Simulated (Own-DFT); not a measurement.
# How strain changes the stress of diamond-structure SiGeSn with randomly placed atoms, 64 atoms (Ge48Si8Sn8)

These are calculations, not measurements. The program, named Own-DFT, is a retired in-house plane-wave density functional code that no person has reviewed. Each row is one single-point run on a periodic cell that was not relaxed, without spin or spin-orbit coupling.

Settings of every run: PBE; PseudoDojo norm-conserving scalar-relativistic files; cutoff 49 hartree; 3 x 3 x 3 k mesh centred on Gamma; Fermi-Dirac smearing of 0.1 eV.

Known limits: forces on such cells moved up to 12 meV/angstrom on a denser k mesh; stress not checked against mesh or cutoff.

Unstrained cell vectors in Å: (11.467, 0.000, 0.000); (0.000, 11.467, 0.000); (0.000, 0.000, 11.467). The unstrained cell has measured lattice constants (interpolated for alloys), not those of this functional. That, the random moves and any unrelaxed bonds set the pressure at no strain. Each run strains this cell uniformly, with the atoms carried along. Every atom was also moved at random, by a Gaussian of width 0.05 Å on each axis. The random placing of the alloy's atoms differs from row to row. Strain is the symmetric tensor, in per cent. Stress is positive in tension, and the pressure is minus a third of its trace.

| run | e_xx (%) | e_yy (%) | e_zz (%) | s_xx (GPa) | s_yy (GPa) | s_zz (GPa) | P (GPa) | E (meV/atom) |
|---|---|---|---|---|---|---|---|---|
| 1 | -2.00 | -2.00 | 0.00 | -8.75 | -8.58 | -7.59 | 8.30 | 72.2 |
| 2 | -0.50 | -0.50 | 0.00 | -5.85 | -5.71 | -5.65 | 5.74 | 44.0 |
| 3 | -1.00 | -1.00 | 0.00 | -6.85 | -6.63 | -6.32 | 6.60 | 50.6 |
| 4 | -0.75 | -0.75 | 0.00 | -6.35 | -6.39 | -6.06 | 6.26 | 53.9 |
| 5 | -2.25 | -2.25 | 0.00 | -9.27 | -9.48 | -7.82 | 8.85 | 79.8 |
| 6 | 2.50 | 2.50 | 0.00 | -0.92 | -0.79 | -2.25 | 1.32 | 0.0 |
| 7 | 1.75 | 1.75 | 0.00 | -2.55 | -2.47 | -3.33 | 2.78 | 42.9 |
| 8 | 2.75 | 2.75 | 0.00 | -0.71 | -0.74 | -2.10 | 1.18 | 10.1 |
| 9 | 1.50 | 1.50 | 0.00 | ? | ? | ? | ? | ? |

E is the free energy for each atom above the lowest run shown.

## Worked fit

The change of volume is close to e_xx + e_yy + e_zz. A straight line through the runs shown gives P = 5.25 - 75 x (fractional change of volume) GPa, with an error of 2 on the slope and a scatter of 0.20 GPa. The strain isn't the same on all axes, but the crystal is cubic, so the slope still estimates the bulk modulus, averaged over pressures from 1.2 to 8.9 GPa.

## Withheld run

Question: what pressure should run 9 give? Its volume changes by 3.02 %.

The line gives 3.0 GPa. The calculation gave 2.65 GPa.
